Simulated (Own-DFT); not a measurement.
# Point defects and the pressure they add: L1_0 TiAl

The numbers are computed, not measured, by runs of the plane-wave DFT program Own-DFT (in-house, retired, unreviewed) at fixed positions, with no spin and no spin-orbit coupling.

Settings: PBE; PseudoDojo norm-conserving scalar-relativistic files; cutoff 42 hartree; 4 x 4 x 4 k mesh centred on Gamma; cold (Marzari-Vanderbilt) smearing of 0.2 eV.

Known weak points: forces on such cells failed a check on a denser k mesh; stress not checked against mesh or cutoff.

All runs share one cell, with vectors in Å (5.622, 5.622, 0.000); (-5.622, 5.622, 0.000); (0.000, 0.000, 8.133) and a volume of 514.0 Å³. Atoms were moved at random from their sites; u is the rms move along one axis. The defect's site can differ from row to row.

| cell | formula | u (Å) | P (GPa) |
|---|---|---|---|
| no defect | Al16Ti16 | 0.0190 | 1.17 |
| no defect | Al16Ti16 | 0.0217 | 1.19 |
| no defect | Al16Ti16 | 0.0481 | 1.69 |
| two Al vacancies | Al14Ti16 | 0.0295 | -0.60 |
| two Al vacancies | Al14Ti16 | 0.0299 | -0.52 |
| two Al vacancies | Al14Ti16 | 0.0466 | -0.37 |
| one Ti vacancy | Al16Ti15 | 0.0300 | 0.49 |
| one Ti vacancy | Al16Ti15 | 0.0307 | 0.46 |
| one Ti vacancy | Al16Ti15 | 0.0319 | 0.39 |
| one Ti vacancy | Al16Ti15 | 0.0327 | ? |

## Analysis

P = P0 + c u² + a shift for each defect gives P0 = 1.11 GPa, c = 226 ± 34 GPa/Å² and a scatter of 0.06 GPa. The shifts, and each times the cell's volume:

- one Ti vacancy: -0.88 ± 0.05 GPa, -2.8 eV
- two Al vacancies: -1.90 ± 0.05 GPa, -6.1 eV (-3.1 eV for each of its 2 sites)

Positive is outwards. The product with the volume (160.2 GPa Å³ to the eV) is nearly free of the cell's size; divided by the bulk modulus at the cell's pressure it gives the volume that the defect adds. The atoms around the defects weren't relaxed, which would change these numbers.

## The run left out

Q: what pressure belongs in the blank (one Ti vacancy, u = 0.0327 Å)?

From the fit: 0.47 ± 0.07 GPa. Computed: 0.70 GPa. That is outside the usual scatter, by luck or through something left out of the fit.
